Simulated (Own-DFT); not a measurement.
# Short bonds, stiff crystals?

The numbers are computed, not measured, by runs of the plane-wave DFT program Own-DFT (in-house, retired, unreviewed) at fixed positions, with no spin and no spin-orbit coupling.

Limits (not all hold for every row): forces on such cells moved up to 12 meV/angstrom on a denser k mesh; k mesh not checked against a denser one; forces on such cells passed a denser k mesh, each cell not checked; stress not checked against mesh or cutoff.

All runs are PBE with PseudoDojo norm-conserving files; cutoff and k mesh are each material's own. Every cell starts from measured lattice constants and was given uniform random strains and small random moves of its atoms. Each triple is the change of volume in per cent, the rms move u in Å and the pressure in GPa.

- 4H SiC (C36Si36), 10.36 Å³/atom unstrained: (-1.84, 0.050, 9.84); (-1.80, 0.052, 9.79); (-1.80, 0.047, 9.72); (-1.17, 0.050, 7.47); (0.09, 0.049, 4.98); (0.16, 0.049, 4.88); (2.84, 0.050, -0.78)
- wurtzite AlN (Al36N36), 10.45 Å³/atom unstrained: (-3.45, 0.048, 13.56); (-2.93, 0.050, 12.16); (-0.71, 0.049, 6.88); (-0.67, 0.051, 6.92); (0.15, 0.047, 4.90); (2.29, 0.050, 1.13); (2.93, 0.048, -0.91)
- wurtzite GaN (Ga48N48), 11.42 Å³/atom unstrained: (-2.39, 0.053, 13.22); (-0.70, 0.051, 9.38); (-0.62, 0.051, 9.07); (-0.25, 0.051, 8.11); (0.76, 0.051, 5.91); (1.65, 0.055, 5.07); (3.97, 0.050, 0.02)
- diamond silicon (Si64), 20.02 Å³/atom unstrained: (-1.00, 0.051, 3.69); (-0.67, 0.053, 3.37); (0.26, 0.049, 2.35); (0.43, 0.048, 2.15); (1.39, 0.050, 1.26); (2.58, 0.052, 0.47); (2.72, 0.048, 0.14)
- zincblende InP (In32P32), 25.27 Å³/atom unstrained: withheld
- grey tin (Sn64), 34.15 Å³/atom unstrained: (-1.68, 0.051, 4.66); (-1.13, 0.047, 4.33); (-1.02, 0.046, 4.25); (-0.29, 0.050, 3.84); (-0.21, 0.051, 3.82); (1.07, 0.047, 3.18); (1.34, 0.050, 3.13)

## Working it out

Fit a line to each set against the fractional change of volume; B is minus its slope, and u is nearly the same within a set. To take it to zero pressure, assume that B rises by 4 GPa for each GPa: B0 = B - 4 x (mean pressure). The bond length of an ideal tetrahedral crystal with the unstrained volume v is d = (√3/4)(8 v)^(1/3). Cohen's empirical rule reads B0 = (1971 - 220 L) d^(-3.5) GPa, with L = 0 for group IV crystals and SiC and 1 for III-V compounds.

```
                material  L  d (Å)  B (GPa)  mean P (GPa)  B0 (GPa)  rule (GPa)
        4H SiC (C36Si36)  0  1.888  227 ± 9           6.6   201 ± 9         213
  wurtzite AlN (Al36N36)  1  1.893  221 ± 6           6.4   195 ± 6         188
  wurtzite GaN (Ga48N48)  1  1.950  203 ± 8           7.3   174 ± 8         169
  diamond silicon (Si64)  0  2.352   92 ± 4           1.9    85 ± 4          99
zincblende InP (In32P32)  1  2.541        ?             ?         ?          67
         grey tin (Sn64)  0  2.810   51 ± 2           3.9    35 ± 2          53
```

A line through ln[B0/(1971 - 220 L)] against ln d has a slope of -4.5 ± 0.2 and a scatter of 6 %. Against the rule, B0 stands at 94 % for 4H SiC, 104 % for wurtzite AlN, 103 % for wurtzite GaN, 86 % for diamond silicon, 67 % for grey tin. PBE tends to make silicon and heavier crystals too soft, and the rule itself is only a guide.

## The run left out

Asked: what B0 does the fitted trend give for zincblende InP (In32P32)?

Estimate: 51 GPa. Its own runs give B = 76 ± 3 GPa at a mean pressure of 3.8 GPa, so B0 = 61 GPa. It lies off the trend of the others.
